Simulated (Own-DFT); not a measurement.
# Computed records: GaN (wurtzite, strained, atoms displaced)

A calculation, not a measurement: plane-wave PBE density functional theory by an unreviewed code, no spin, of a simulated periodic cell, stress positive in tension, free energy of the whole cell less one offset for each atom, forces on such cells passed a denser k mesh, this cell's mesh not checked; offsets are fitted by least squares, one for each functional and potential file, so energies compare only between cells with the same atoms and settings and are not formation energies; the far tail of each file's local potential was reset to the Coulomb form; each entry is a single point on an unrelaxed cell, so the pressure reflects the starting lattice, mostly measured values (interpolated for alloys), from which strain is counted, and rises with the displacements; printed positions are rounded, which can move forces by about a meV/angstrom; the program, named Own-DFT, is a retired in-house code; no spin-orbit coupling. Program: Own-DFT development build.

Settings shared by all entries: functional PBE; potential files PseudoDojo norm-conserving, scalar-relativistic, standard set with the stringent files for Ga; wave cutoff 96 hartree; occupations Gaussian; smearing width 0.01 eV; k mesh 3 x 4 x 3 centred on Gamma.

(1) GaN (wurtzite, strained, atoms displaced)

```xyz
96
Lattice="12.7560 0.0000 0.0000 -4.7835 8.2853 0.0000 0.0000 0.0000 10.5774" Properties=species:S:1:pos:R:3 GaN
Ga     0.0603     1.8533    10.5666
Ga     1.6269     0.8388     2.6169
N      0.0041     1.8359     1.9350
N      1.6131     0.9938     4.6587
Ga    -0.0349     1.8353     5.3066
Ga     1.5513     0.9364     7.9253
N     -0.0205     1.8812     7.3969
N      1.6254     0.9041    10.0158
Ga    -1.6481     4.5540     0.0116
Ga    -0.0382     3.6982     2.6308
N     -1.5884     4.5909     2.0452
N     -0.0028     3.6488     4.6119
Ga    -1.5947     4.4707     5.1503
Ga    -0.0679     3.6884     7.8898
N     -1.5781     4.6076     7.2326
N      0.0060     3.6463     9.9166
Ga    -3.0815     7.3423    10.5476
Ga    -1.5964     6.3946     2.6630
N     -3.1986     7.3921     2.0206
N     -1.6560     6.3154     4.6928
Ga    -3.1734     7.3652     5.2724
Ga    -1.6278     6.4102     7.9454
N     -3.2019     7.3103     7.3041
N     -1.5859     6.4036     9.9885
Ga     3.1319     1.9354     0.0777
Ga     4.7444     0.8717     2.6587
N      3.1691     1.8003     2.0173
N      4.7899     0.8952     4.6600
Ga     3.2056     1.8367     5.3673
Ga     4.8248     0.9643     7.8864
N      3.1587     1.9061     7.2903
N      4.7145     0.8841     9.8838
Ga     1.5586     4.6102    10.4967
Ga     3.1535     3.6727     2.7143
N      1.5653     4.5295     1.8939
N      3.1221     3.6845     4.6240
Ga     1.6234     4.5113     5.3351
Ga     3.2135     3.6968     7.9825
N      1.5970     4.6030     7.2440
N      3.1707     3.6863     9.8954
Ga     0.0443     7.4024    10.5408
Ga     1.6194     6.4367     2.6180
N      0.0606     7.4160     1.9597
N      1.5605     6.4179     4.6570
Ga     0.0463     7.3270     5.3778
Ga     1.4581     6.4279     7.8551
N     -0.0896     7.3132     7.3688
N      1.5931     6.5054     9.7819
Ga     6.3377     1.8052    10.5398
Ga     8.0242     0.9633     2.6036
N      6.4082     1.7762     2.0546
N      7.9081     0.8536     4.6228
Ga     6.4228     1.8873     5.3726
Ga     7.9540     0.9094     7.9257
N      6.2946     1.9390     7.2289
N      8.0056     0.9279     9.9074
Ga     4.7480     4.6787    10.5199
Ga     6.3419     3.6792     2.5893
N      4.7993     4.6071     1.9045
N      6.4502     3.7082     4.7172
Ga     4.7990     4.6417     5.3518
Ga     6.3991     3.8104     8.0139
N      4.6840     4.5956     7.2776
N      6.4196     3.6828     9.9528
Ga     3.1075     7.3622    10.5559
Ga     4.8351     6.3781     2.6356
N      3.1554     7.3688     2.0593
N      4.7878     6.4112     4.6218
Ga     3.2014     7.3105     5.2378
Ga     4.8161     6.4949     7.8496
N      3.1810     7.3801     7.2743
N      4.7402     6.4375     9.9550
Ga     9.6000     1.8049    10.5558
Ga    11.1859     0.8837     2.5867
N      9.5621     1.9298     2.0583
N     11.1843     0.8853     4.6421
Ga     9.5699     1.8256     5.2196
Ga    11.2418     0.9148     7.9907
N      9.5953     1.8101     7.3338
N     11.0869     0.8782     9.9585
Ga     7.9355     4.5689     0.0582
Ga     9.5852     3.6227     2.6274
N      7.9445     4.5923     1.9907
N      9.4882     3.7463     4.6341
Ga     8.0771     4.6374     5.2327
Ga     9.6465     3.7108     8.0003
N      7.9788     4.5649     7.2218
N      9.6156     3.7447     9.8742
Ga     6.4317     7.3958    10.5439
Ga     7.9858     6.4872     2.5556
N      6.3573     7.2978     1.9710
N      8.0515     6.4431     4.6021
Ga     6.3312     7.3549     5.2690
Ga     7.9620     6.4491     7.9280
N      6.3878     7.3728     7.3435
N      8.0081     6.5017     9.9285
```

```
free energy of cell above offsets : -6.256 eV
pressure                          : 3.01 GPa
stress xx                         : -5.48 GPa
stress yy                         : -5.44 GPa
stress zz                         : 1.9 GPa
stress yz                         : -0.1 GPa
stress xz                         : 0.51 GPa
stress xy                         : 0.02 GPa
```

Force:
| element | x (eV/Å) | y (eV/Å) | z (eV/Å) |
| --- | --- | --- | --- |
| Ga | -0.862 | -0.582 | 0.249 |
| Ga | -0.759 | 1.999 | 1.093 |
| N | -0.045 | -0.204 | 0.744 |
| N | -0.382 | -1.066 | -0.141 |
| Ga | 0.732 | -0.277 | 0.138 |
| Ga | 1.203 | -0.499 | 0.716 |
| N | 0.379 | -0.726 | -1.695 |
| N | -0.129 | 0.194 | -1.375 |
| Ga | 1.724 | 0.729 | 0.667 |
| Ga | 1.159 | -0.971 | -0.047 |
| N | -0.725 | -0.072 | -1.02 |
| N | 0.415 | -0.429 | -0.155 |
| Ga | -0.304 | 1.261 | 1.753 |
| Ga | 1.096 | 0.773 | 0.849 |
| N | -0.406 | -0.129 | -0.318 |
| N | -0.674 | 0.607 | -0.537 |
| Ga | -1.355 | 0.473 | 0.807 |
| Ga | 0.375 | 1.071 | 0.443 |
| N | 0.862 | -1.544 | -1.075 |
| N | 1.244 | 1.515 | -0.889 |
| Ga | 0.16 | 0.312 | 0.381 |
| Ga | -0.507 | -0.26 | 0.492 |
| N | -0.006 | 1.257 | -0.359 |
| N | 1.007 | -0.322 | -0.864 |
| Ga | 0.837 | -1.153 | -0.505 |
| Ga | 0.875 | 0.8 | 0.763 |
| N | 0.422 | 0.817 | -0.021 |
| N | -0.123 | 0.097 | 0.371 |
| Ga | 0.242 | 0.044 | -0.889 |
| Ga | -1.379 | -0.455 | 0.692 |
| N | 0.067 | -0.994 | 0.338 |
| N | 0.375 | 1.492 | 0.029 |
| Ga | 0.194 | 0.549 | 0.325 |
| Ga | 0.233 | -0.052 | -1.163 |
| N | 0.327 | 0.971 | 0.702 |
| N | 1.845 | -0.291 | 0.282 |
| Ga | -1.106 | 1.366 | -0.401 |
| Ga | -1.268 | -0.1 | -0.385 |
| N | -0.433 | -0.53 | 0.782 |
| N | 0.189 | 0.428 | 0.437 |
| Ga | -0.647 | -0.755 | 0.438 |
| Ga | -0.789 | -0.522 | 0.657 |
| N | -0.932 | -1.61 | -0.148 |
| N | 0.531 | -0.803 | -0.367 |
| Ga | -1.297 | 0.073 | -0.791 |
| Ga | 2.354 | -0.157 | 0.242 |
| N | 0.27 | 1.684 | -1.343 |
| N | -0.471 | -1.062 | 1.192 |
| Ga | 0.174 | -0.026 | 0.753 |
| Ga | -0.936 | -1.003 | 1.128 |
| N | -0.992 | 1.028 | -1.325 |
| N | 1.206 | 0.876 | -0.06 |
| Ga | -0.457 | -0.352 | -1.851 |
| Ga | 0.158 | 0.6 | -0.292 |
| N | 1.298 | -0.35 | 1.874 |
| N | -0.809 | 0.052 | 0.269 |
| Ga | 0.289 | -1.226 | 0.588 |
| Ga | 0.32 | -0.655 | 1.199 |
| N | -0.872 | -0.685 | 0.794 |
| N | -1.109 | 0.258 | -1.304 |
| Ga | 0.153 | -1.404 | -0.715 |
| Ga | -0.286 | -0.994 | -1.158 |
| N | 1.843 | 1.036 | 0.314 |
| N | -1.178 | -0.102 | -0.333 |
| Ga | 1.169 | 0.106 | 0.467 |
| Ga | -1.188 | 0.47 | -0.124 |
| N | 1.4 | -0.066 | -1.197 |
| N | 0.15 | 0.154 | -0.209 |
| Ga | -0.751 | 0.507 | 0.658 |
| Ga | -1.542 | -0.574 | 1.489 |
| N | -0.593 | -0.384 | -0.638 |
| N | 0.62 | 1.289 | -1.088 |
| Ga | -1.018 | 1.171 | 0.399 |
| Ga | 0.06 | 0.214 | 0.426 |
| N | 0.875 | -2.784 | -1.787 |
| N | -0.435 | 0.365 | -0.656 |
| Ga | -0.828 | -0.087 | 1.167 |
| Ga | -1.888 | -0.009 | -0.039 |
| N | 0.12 | 0.47 | -0.724 |
| N | 1.895 | 0.867 | -0.418 |
| Ga | 1.047 | 0.999 | -0.497 |
| Ga | -0.792 | 2.804 | 1.004 |
| N | 0.75 | 0.125 | 0.013 |
| N | 2.516 | -2.912 | -1.445 |
| Ga | -2.709 | 0.914 | 1.402 |
| Ga | -1.096 | -0.626 | -1.865 |
| N | 0.502 | 0.803 | 0.89 |
| N | -1.513 | -1.329 | 1.403 |
| Ga | -1.006 | -1.305 | 0.495 |
| Ga | -0.068 | -1.031 | 1.246 |
| N | 0.269 | 1.19 | -0.273 |
| N | -1.537 | 0.763 | -0.327 |
| Ga | 1.442 | -0.401 | 0.37 |
| Ga | 0.384 | -0.94 | 0.222 |
| N | 0.407 | 0.224 | -1.327 |
| N | 0.034 | -0.993 | -0.013 |

(2) GaN (wurtzite, strained, atoms displaced)

```xyz
96
Lattice="12.7560 0.0000 0.0000 -4.7835 8.2853 0.0000 0.0000 0.0000 10.5774" Properties=species:S:1:pos:R:3 GaN
Ga     0.0040     1.8967    10.4960
Ga     1.5440     0.9334     2.6528
N      0.0530     1.8317     2.0232
N      1.5875     0.9605     4.6586
Ga    -0.0626     1.8559     5.1758
Ga     1.6565     0.8757     7.8899
N      0.0200     1.7482     7.3433
N      1.5056     0.9192     9.9344
Ga    -1.6311     4.5489    10.5556
Ga     0.0463     3.6545     2.6202
N     -1.6209     4.5330     1.9879
N     -0.0969     3.7435     4.6227
Ga    -1.5987     4.6359     5.2236
Ga     0.0183     3.6291     7.8867
N     -1.5417     4.6163     7.3257
N      0.0956     3.6844     9.9771
Ga    -3.2705     7.3138    10.5229
Ga    -1.5973     6.5180     2.6815
N     -3.1810     7.3602     1.9008
N     -1.6150     6.5225     4.7133
Ga    -3.1694     7.3456     5.3427
Ga    -1.6721     6.4208     7.9798
N     -3.1379     7.3748     7.3564
N     -1.6811     6.4732     9.9405
Ga     3.1961     1.7977     0.0338
Ga     4.8165     0.9635     2.6571
N      3.1875     1.8594     1.9663
N      4.7191     1.0183     4.6296
Ga     3.2305     1.9242     5.2016
Ga     4.7287     0.9687     7.9459
N      3.1156     1.8190     7.2349
N      4.7999     0.9599     9.9800
Ga     1.5447     4.6269     0.0032
Ga     3.1698     3.7175     2.6250
N      1.5864     4.6105     1.9238
N      3.2450     3.7009     4.6400
Ga     1.6055     4.6820     5.3007
Ga     3.2685     3.7732     8.0007
N      1.5782     4.6455     7.1903
N      3.2449     3.6495     9.8847
Ga     0.0593     7.3851    10.5351
Ga     1.5185     6.4059     2.6242
N      0.0986     7.3312     2.0596
N      1.5720     6.3084     4.6249
Ga    -0.0076     7.3422     5.3046
Ga     1.5436     6.4406     7.9873
N      0.0432     7.4074     7.3306
N      1.5160     6.3554     9.9780
Ga     6.4567     1.9045    10.5185
Ga     7.9775     0.8687     2.5880
N      6.4075     1.8884     2.0430
N      8.0238     0.8935     4.5962
Ga     6.3528     1.8297     5.2127
Ga     8.0067     0.8913     7.9474
N      6.3063     1.8420     7.3197
N      7.9883     0.8925     9.9543
Ga     4.7253     4.5891    10.5720
Ga     6.2977     3.7199     2.7067
N      4.7558     4.6062     1.9883
N      6.3441     3.6144     4.6738
Ga     4.7199     4.6265     5.2746
Ga     6.2922     3.5862     7.9582
N      4.7369     4.6068     7.2317
N      6.3174     3.6898     9.9850
Ga     3.1748     7.4201     0.0442
Ga     4.7776     6.4760     2.6213
N      3.1629     7.4103     2.1137
N      4.8193     6.4235     4.6095
Ga     3.1560     7.3657     5.2645
Ga     4.7899     6.4294     7.8950
N      3.1505     7.4777     7.2367
N      4.7436     6.4676     9.9805
Ga     9.4773     1.8282    10.5401
Ga    11.1516     0.9140     2.5641
N      9.5744     1.8354     1.9798
N     11.1658     0.8923     4.6861
Ga     9.6435     1.7809     5.3066
Ga    11.1932     0.9035     7.9850
N      9.5831     1.8774     7.4110
N     11.1535     0.9209    10.0139
Ga     7.9413     4.6051     0.0417
Ga     9.5298     3.6060     2.7244
N      7.9864     4.5576     2.0324
N      9.5391     3.6642     4.6274
Ga     7.9968     4.5897     5.1859
Ga     9.5464     3.7140     7.9493
N      7.9413     4.5608     7.3224
N      9.4926     3.7056     9.9374
Ga     6.4467     7.3423     0.0114
Ga     7.9750     6.4916     2.7600
N      6.3531     7.3303     1.9347
N      7.9609     6.4547     4.6401
Ga     6.3654     7.3124     5.2653
Ga     7.8971     6.3812     7.9712
N      6.2823     7.2990     7.3442
N      7.8725     6.4111     9.9421
```

```
free energy of cell above offsets : -5.663 eV
pressure                          : 3.45 GPa
stress xx                         : -5.8 GPa
stress yy                         : -6.67 GPa
stress zz                         : 2.11 GPa
stress yz                         : 0.11 GPa
stress xz                         : 0.14 GPa
stress xy                         : 0.77 GPa
```

Force:
| element | x (eV/Å) | y (eV/Å) | z (eV/Å) |
| --- | --- | --- | --- |
| Ga | -0.282 | -0.963 | 1.282 |
| Ga | 1.498 | -0.755 | 0.035 |
| N | -1.375 | 0.197 | -0.797 |
| N | -0.053 | -0.465 | -0.45 |
| Ga | 1.239 | 0.365 | 1.562 |
| Ga | -1.015 | 0.901 | 1.216 |
| N | -0.292 | 0.86 | -1.211 |
| N | 1.594 | -0.54 | -0.509 |
| Ga | 0.374 | 0.721 | 0.753 |
| Ga | -1.127 | 0.577 | 0.121 |
| N | 0.29 | 0.803 | 0.339 |
| N | 1.896 | -0.892 | -0.41 |
| Ga | -0.842 | 0.172 | 1.292 |
| Ga | 0.475 | 0.123 | 0.377 |
| N | -0.893 | -0.398 | -0.818 |
| N | -2.248 | 0.215 | -1.611 |
| Ga | 0.184 | 1.016 | 0.501 |
| Ga | 0.003 | -1.099 | -0.816 |
| N | -0.409 | 0.151 | 1.499 |
| N | 0.191 | -0.954 | -1.232 |
| Ga | -0.811 | 1.386 | 0.563 |
| Ga | 1.904 | 0.035 | 0.181 |
| N | -1.952 | -1.18 | -1.246 |
| N | 1.361 | -0.728 | -0.019 |
| Ga | -0.85 | 0.203 | -0.419 |
| Ga | -0.233 | -0.266 | -0.432 |
| N | -0.053 | -0.19 | 0.738 |
| N | 1.511 | -2.235 | -0.515 |
| Ga | -1.787 | -0.685 | 1.762 |
| Ga | -0.231 | -0.491 | 0.077 |
| N | 1.535 | 1.425 | -0.058 |
| N | 0.426 | -0.51 | -0.633 |
| Ga | 1.746 | -1.268 | 0.351 |
| Ga | 0.07 | -0.38 | 0.162 |
| N | 0.296 | -0.24 | 0.852 |
| N | -1.792 | 0.645 | -1.133 |
| Ga | -0.244 | -3.493 | 0.409 |
| Ga | -2.205 | -1.557 | -1.228 |
| N | 0.465 | -0.448 | 1.827 |
| N | -1.384 | 0.108 | 0.798 |
| Ga | -1.849 | 0.138 | 0.973 |
| Ga | 2.257 | -0.651 | 1.04 |
| N | -2.71 | 1.731 | -1.259 |
| N | -0.022 | 3.981 | -1.094 |
| Ga | 0.627 | 0.972 | 0.722 |
| Ga | 0.647 | 0.134 | -0.583 |
| N | -1.218 | -0.337 | -0.49 |
| N | 1.574 | 2.011 | -1.053 |
| Ga | -1.309 | -0.798 | 1.571 |
| Ga | -0.039 | 2.301 | 1.231 |
| N | -0.088 | -0.339 | -0.908 |
| N | -0.579 | 0.358 | 0.407 |
| Ga | 0.835 | -0.695 | 1.26 |
| Ga | -0.733 | 1.404 | -0.04 |
| N | 1.074 | -0.77 | -0.795 |
| N | -1.04 | 0.144 | -0.857 |
| Ga | 0.475 | 0.773 | 0.728 |
| Ga | 1.055 | -0.325 | -0.464 |
| N | -0.163 | 0.533 | -0.107 |
| N | 0.181 | 1.848 | -0.377 |
| Ga | 1.497 | -0.163 | 0.326 |
| Ga | 0.822 | 1.653 | -0.034 |
| N | 1.048 | 0.361 | 0.191 |
| N | 0.678 | 0.525 | -1.067 |
| Ga | -0.066 | -1.638 | 0.503 |
| Ga | -0.175 | -0.582 | 0.151 |
| N | -0.247 | -2.174 | -1.831 |
| N | -0.787 | 0.262 | -0.059 |
| Ga | 0.195 | -0.142 | -0.024 |
| Ga | -2.018 | -0.102 | 1.263 |
| N | 0.19 | -2.456 | 0.207 |
| N | 0.11 | -0.194 | -0.721 |
| Ga | 2.029 | 0.741 | 0.879 |
| Ga | 0.297 | -0.025 | 0.34 |
| N | -0.349 | -0.453 | -0.314 |
| N | -0.054 | -0.743 | -1.316 |
| Ga | -1.54 | 0.726 | 0.88 |
| Ga | -0.478 | -0.239 | 0.347 |
| N | 0.192 | -0.636 | -1.366 |
| N | -0.254 | 0.187 | -0.767 |
| Ga | -0.296 | -0.133 | 0.631 |
| Ga | 0.508 | 0.712 | -1.421 |
| N | -0.722 | 0.907 | 0.315 |
| N | 0.852 | -0.336 | 0.782 |
| Ga | -1.199 | -0.435 | 1.704 |
| Ga | 0.337 | 0.095 | 0.078 |
| N | -0.362 | 0.228 | -0.963 |
| N | 0.454 | -0.553 | -0.283 |
| Ga | -2.187 | 0.81 | 0.15 |
| Ga | 0.258 | -0.721 | -2.427 |
| N | 0.75 | 0.389 | 1.208 |
| N | 0.576 | -0.066 | 0.845 |
| Ga | -0.118 | 0.598 | 1.169 |
| Ga | 0.466 | 0.299 | -0.325 |
| N | 2.147 | 1.312 | -1.326 |
| N | 1.49 | -0.598 | -0.793 |

(3) GaN (wurtzite, strained, atoms displaced)

```xyz
96
Lattice="12.7560 0.0000 0.0000 -4.7835 8.2853 0.0000 0.0000 0.0000 10.5774" Properties=species:S:1:pos:R:3 GaN
Ga     0.0407     1.8731     0.0508
Ga     1.6534     0.9666     2.6432
N     -0.0413     1.8697     2.0222
N      1.5889     0.9316     4.6612
Ga     0.0427     1.8752     5.2775
Ga     1.5765     0.9294     7.9053
N      0.0418     1.9065     7.3133
N      1.6344     0.9371     9.9330
Ga    -1.5698     4.6533     0.0347
Ga    -0.0174     3.6708     2.6230
N     -1.6347     4.6091     1.8898
N     -0.0087     3.7230     4.5800
Ga    -1.5550     4.6192     5.2186
Ga     0.0699     3.6781     7.8463
N     -1.6262     4.6043     7.4671
N      0.0018     3.5773    10.0271
Ga    -3.2209     7.2720     0.0744
Ga    -1.5376     6.5423     2.6645
N     -3.1666     7.2689     1.9596
N     -1.6456     6.4783     4.6239
Ga    -3.2185     7.3839     5.2872
Ga    -1.6393     6.4462     7.8872
N     -3.2274     7.4071     7.1881
N     -1.5358     6.4275     9.9168
Ga     3.1884     1.8898     0.0062
Ga     4.9077     1.0017     2.6614
N      3.1765     1.8982     1.9781
N      4.7665     0.8988     4.5828
Ga     3.2585     1.8161     5.2507
Ga     4.7712     0.9527     7.9142
N      3.2470     1.9115     7.2028
N      4.8032     0.9018     9.8784
Ga     1.6323     4.6101    10.5722
Ga     3.2383     3.6860     2.6214
N      1.5247     4.6228     1.9921
N      3.2258     3.6118     4.6268
Ga     1.5993     4.7027     5.3566
Ga     3.1829     3.6481     7.8341
N      1.5341     4.5147     7.2407
N      3.1759     3.7775     9.9205
Ga    -0.0500     7.2992     0.0755
Ga     1.4980     6.4391     2.6355
N     -0.0138     7.4280     2.0950
N      1.5636     6.3483     4.6899
Ga    -0.0091     7.3419     5.2517
Ga     1.6077     6.4576     7.9684
N     -0.0425     7.4047     7.3138
N      1.6532     6.3989    10.0217
Ga     6.4722     1.8560     0.0371
Ga     8.0322     0.9448     2.6456
N      6.4500     1.8771     2.0292
N      7.9505     0.8772     4.6663
Ga     6.3901     1.7773     5.2975
Ga     8.0403     0.9246     7.9262
N      6.3783     1.7925     7.2291
N      7.9831     0.9257     9.7765
Ga     4.7699     4.5406     0.0363
Ga     6.4281     3.6162     2.6043
N      4.6691     4.6103     2.0761
N      6.4280     3.7111     4.5870
Ga     4.7860     4.6635     5.3185
Ga     6.3691     3.7187     7.9345
N      4.8457     4.6407     7.2949
N      6.4198     3.6267     9.8797
Ga     3.2109     7.3710    10.5693
Ga     4.8327     6.3943     2.5869
N      3.2127     7.4429     1.9466
N      4.8521     6.4424     4.6957
Ga     3.2453     7.3678     5.2128
Ga     4.8282     6.4366     7.9845
N      3.2708     7.2642     7.2832
N      4.7840     6.3746     9.9524
Ga     9.6170     1.8258    10.5556
Ga    11.1429     0.9449     2.6151
N      9.5598     1.7961     1.9613
N     11.1543     0.9233     4.6251
Ga     9.5515     1.7090     5.3438
Ga    11.2555     0.8906     7.9919
N      9.5792     1.8800     7.2597
N     11.2403     0.9294     9.9481
Ga     7.9476     4.5433    10.5621
Ga     9.5943     3.7195     2.6270
N      7.9492     4.6349     1.9793
N      9.5401     3.6951     4.7101
Ga     7.9597     4.5990     5.3262
Ga     9.5531     3.6901     8.0790
N      7.9695     4.4905     7.1848
N      9.5734     3.6274     9.8975
Ga     6.3641     7.3541     0.0416
Ga     7.9766     6.4925     2.6530
N      6.3423     7.4510     1.9674
N      8.0028     6.4866     4.6056
Ga     6.3653     7.3681     5.2398
Ga     7.9287     6.4735     7.9122
N      6.3665     7.3462     7.2984
N      7.8715     6.4641     9.9617
```

```
stress yy : —
```

Question: GaN (wurtzite, strained, atoms displaced) (entry 3): stress yy?
Answer: -5.84 GPa

Further results for GaN (wurtzite, strained, atoms displaced) (entry 3):

```
free energy of cell above offsets : -5.444 eV
pressure                          : 3.36 GPa
stress xx                         : -4.74 GPa
stress zz                         : 0.49 GPa
stress yz                         : 0.38 GPa
stress xz                         : 0.68 GPa
stress xy                         : -0.86 GPa
```

Force:
| element | x (eV/Å) | y (eV/Å) | z (eV/Å) |
| --- | --- | --- | --- |
| Ga | 0.227 | -1.578 | 0.205 |
| Ga | -1.107 | -0.642 | 0.236 |
| N | 0.96 | -0.909 | -0.067 |
| N | 0.586 | 0.074 | -0.802 |
| Ga | -0.816 | 0.118 | 0.126 |
| Ga | 1.015 | 0.269 | 0.648 |
| N | -0.504 | -1.529 | -1.183 |
| N | -0.331 | -0.868 | -0.155 |
| Ga | 0.214 | -1.411 | -1.577 |
| Ga | -0.226 | 0.655 | -0.052 |
| N | 0.684 | 0.655 | 2.159 |
| N | 0.58 | -0.281 | 0.641 |
| Ga | -1.392 | -0.35 | 1.223 |
| Ga | -2.766 | 0.12 | 2.63 |
| N | 0.744 | -0.173 | -1.968 |
| N | 0.373 | 2.918 | -1.651 |
| Ga | 0.413 | 1.025 | -1.586 |
| Ga | -1.444 | -1.722 | 0.285 |
| N | -0.058 | 1.708 | 0.896 |
| N | 0.72 | -0.231 | -0.033 |
| Ga | 0.067 | 0.113 | -0.502 |
| Ga | 0.346 | 0.367 | 0.642 |
| N | 0.038 | -0.437 | 1.458 |
| N | -1.526 | 0.219 | -0.179 |
| Ga | 0.471 | -0.436 | -0.629 |
| Ga | -1.782 | -0.376 | -0.184 |
| N | 1.098 | -0.744 | -0.141 |
| N | 1.073 | -0.329 | 0.17 |
| Ga | -1.001 | 0.359 | 0.306 |
| Ga | 0.446 | -0.158 | 0.433 |
| N | -0.772 | -1.646 | 0.315 |
| N | 0.139 | 0.301 | 1.367 |
| Ga | -1.388 | -0.775 | 0.77 |
| Ga | -2.815 | -0.197 | 1.606 |
| N | 0.982 | -0.114 | -0.033 |
| N | -0.334 | 1.655 | 0.13 |
| Ga | 0.323 | -3.62 | -0.846 |
| Ga | 0.55 | 1.428 | 1.175 |
| N | 2.186 | 2.196 | 0.35 |
| N | 0.617 | -1.72 | -0.913 |
| Ga | 1.337 | 1.404 | -0.677 |
| Ga | 1.94 | -0.304 | 0.342 |
| N | 0.486 | 0.585 | -1.38 |
| N | 0.645 | 3.272 | -1.606 |
| Ga | -0.129 | 0.259 | 1.001 |
| Ga | -0.176 | -0.007 | 0.081 |
| N | 0.549 | -0.791 | -0.893 |
| N | -1.208 | 1.148 | -1.21 |
| Ga | -0.976 | -1.16 | -1.111 |
| Ga | -0.177 | -0.637 | 0.628 |
| N | 0.034 | -1.046 | -1.304 |
| N | 0.292 | 0.203 | -1.132 |
| Ga | -0.44 | 1.375 | 0.111 |
| Ga | -0.684 | -0.405 | -1.547 |
| N | 0.302 | 0.507 | 0.484 |
| N | 0.49 | -0.258 | 2.687 |
| Ga | 0.458 | 0.52 | -0.131 |
| Ga | -0.439 | 2.468 | 1.529 |
| N | 3.127 | -0.088 | -1.995 |
| N | -0.962 | -0.801 | 0.195 |
| Ga | 0.437 | -1.711 | -0.329 |
| Ga | 0.438 | -1.371 | -0.59 |
| N | -1.103 | -0.505 | -0.303 |
| N | -0.91 | 0.519 | 0.704 |
| Ga | 0.174 | 0.208 | -0.107 |
| Ga | -0.726 | 1.475 | 0.88 |
| N | -0.506 | -1.151 | 0.859 |
| N | -1.16 | 0.075 | -1.805 |
| Ga | -0.736 | -1.139 | 1.32 |
| Ga | -0.263 | -0.21 | 0.226 |
| N | -1.153 | 1.042 | -0.474 |
| N | 0.348 | 0.622 | 0.181 |
| Ga | -0.248 | -0.466 | -0.076 |
| Ga | 0.225 | 0.235 | 0.899 |
| N | 0.237 | 1.478 | -0.241 |
| N | 0.365 | 0.036 | -0.128 |
| Ga | 0.452 | 2.146 | -0.152 |
| Ga | -0.979 | 0.758 | -0.511 |
| N | 0.799 | -0.822 | 0.832 |
| N | -0.662 | -0.513 | -0.055 |
| Ga | 0.589 | 0.884 | 0.36 |
| Ga | -0.646 | -0.351 | 0.85 |
| N | 0.098 | -0.215 | -0.421 |
| N | 0.813 | -0.735 | -1.339 |
| Ga | 0.382 | 0.163 | -1.315 |
| Ga | 0.019 | -0.342 | -2.965 |
| N | 0.156 | 1.625 | 2.412 |
| N | -0.192 | 0.941 | 2.18 |
| Ga | -0.734 | 0.574 | -0.376 |
| Ga | -0.408 | -0.457 | 0.045 |
| N | 0.614 | -1.453 | 0.452 |
| N | -0.783 | -0.506 | 0.151 |
| Ga | 1.296 | 0.434 | 0.887 |
| Ga | 0.684 | -1.053 | 0.226 |
| N | 0.258 | 0.73 | -0.67 |
| N | 1.771 | -1.123 | -0.948 |
